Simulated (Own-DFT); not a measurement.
# A layer strained by its substrate: wurtzite AlGaN with randomly placed atoms, 72 atoms (Al9Ga27N36)

The numbers are computed, not measured, by runs of the plane-wave DFT program Own-DFT (in-house, retired, unreviewed) at fixed positions, with no spin and no spin-orbit coupling.

Method: PBE; PseudoDojo norm-conserving scalar-relativistic files (stringent for Ga); cutoff 96 hartree; 4 x 4 x 3 k mesh centred on Gamma; Gaussian smearing of 0.01 eV.

Limits: forces on such cells passed a denser k mesh, each cell not checked; stress not checked against mesh or cutoff.

Unstrained cell vectors in Å: (9.509, 0.000, 0.000); (-4.755, 8.235, 0.000); (0.000, 0.000, 10.268). The unstrained cell has measured lattice constants (interpolated for alloys), not those of this functional. That, the random moves and any unrelaxed bonds set the pressure at no strain. Each run strains x and y alike by e, as a substrate would, and holds the height along z. Each atom got a random Gaussian move of width 0.05 Å along each axis. The random placing of the alloy's atoms differs from row to row. Stress is positive in tension.

| e (%) | u (Å) | (s_xx + s_yy)/2 (GPa) | s_zz (GPa) |
|---|---|---|---|
| -2.75 | 0.050 | -23.55 | -12.59 |
| -1.75 | 0.050 | -17.15 | -10.23 |
| -0.75 | 0.050 | -10.54 | -9.41 |
| -0.50 | 0.054 | -10.67 | -7.64 |
| 0.75 | 0.050 | -3.50 | -4.84 |
| 1.25 | 0.049 | ? | ? |
| 1.50 | 0.050 | 1.21 | -6.64 |
| 1.75 | 0.054 | 1.61 | -6.78 |
| 2.75 | 0.051 | 5.08 | -1.46 |
| 3.00 | 0.047 | 7.34 | -4.05 |

## Working it out

With e as a fraction, the in-plane stress is -7.1 + 535 e - 2338 e² GPa (errors 12 and 736, scatter 0.68), and s_zz is -7.8 + 156 e GPa (slope ± 25, scatter 1.41). At e = 0 the first slope is C11 + C12 and the second 2 C13, both with the ions held to the strained lattice and at the cell's own pressure. The term in e² is negative: the layer stiffens under compression and softens under tension. A free layer would change its height as e changes, and the in-plane slope would drop by 2 C13²/C33 to the biaxial modulus. At fixed height, a misfit of 1 % moves the in-plane stress by about 5.4 GPa and s_zz by 1.6 GPa.

## Prediction

Question: what are the two stresses at e = 1.25 %?

Estimate: -0.7 and -5.8 GPa. The run itself gave -0.89 and -4.93 GPa.
